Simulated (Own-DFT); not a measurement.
# Energy and forces against displacement in 4H SiC, 32 atoms (C16Si16)

All numbers below are calculated, not measured. The program, named Own-DFT, is a retired in-house plane-wave density functional code that no person has reviewed. Each row is one single-point run on a periodic cell that was not relaxed, without spin or spin-orbit coupling.

Settings of every run: PBE; PseudoDojo norm-conserving scalar-relativistic files; cutoff 42 hartree; 5 x 5 x 3 k mesh centred on Gamma; Fermi-Dirac smearing of 0.1 eV.

Known limits: forces on such cells passed a denser k mesh, each cell not checked; stress not checked against mesh or cutoff.

Cell vectors in Å: (6.165, 0.000, 0.000); (-3.083, 5.339, 0.000); (0.000, 0.000, 10.068). In each run every atom was moved at random and independently from its ideal site; u is the rms move along one axis. E is the free energy for each atom above the fitted value at u = 0, and F the rms of the force components.

```
run   u (Å)  E (meV/atom)  F (eV/Å)  largest force (eV/Å)  P (GPa)
  1  0.0307          34.6     0.894                  3.08     3.84
  2  0.0340          49.5     1.089                  3.37     4.18
  3  0.0541         120.0     1.738                  6.79     5.87
  4  0.0569         137.1     1.947                  7.32     6.45
  5  0.0948         388.6     3.382                 13.42    12.79
  6  0.1037             ?         ?                     ?        ?
  7  0.1093         427.3     3.213                  8.89    13.03
```

## Worked fit

For small independent moves the energy grows as E = (3/2) K u², with K the mean stiffness felt by one atom. The runs with u up to 0.11 Å give K = 26.9 ± 1.5 eV/Å², with residuals divided by u² + 0.0006 Å², since the noise grows with the moves. The scatter is 9.4 meV/atom at u = 0.05 Å. The forces follow F = G u with G = 32.2 eV/Å²; no force at u = 0 is resolved. G exceeds K because the moves of its neighbours add to the force on an atom, and stiffness differs between atoms. The pressure follows P = 3.31 + 900 u² GPa: at fixed volume, shortened bonds push harder than stretched ones pull.

## Withheld run

Question: what energy and rms force should run 6 give?

The fit gives 433 ± 42 meV/atom and about 3.34 eV/Å. The calculation gave 396.5 meV/atom and 3.179 eV/Å.
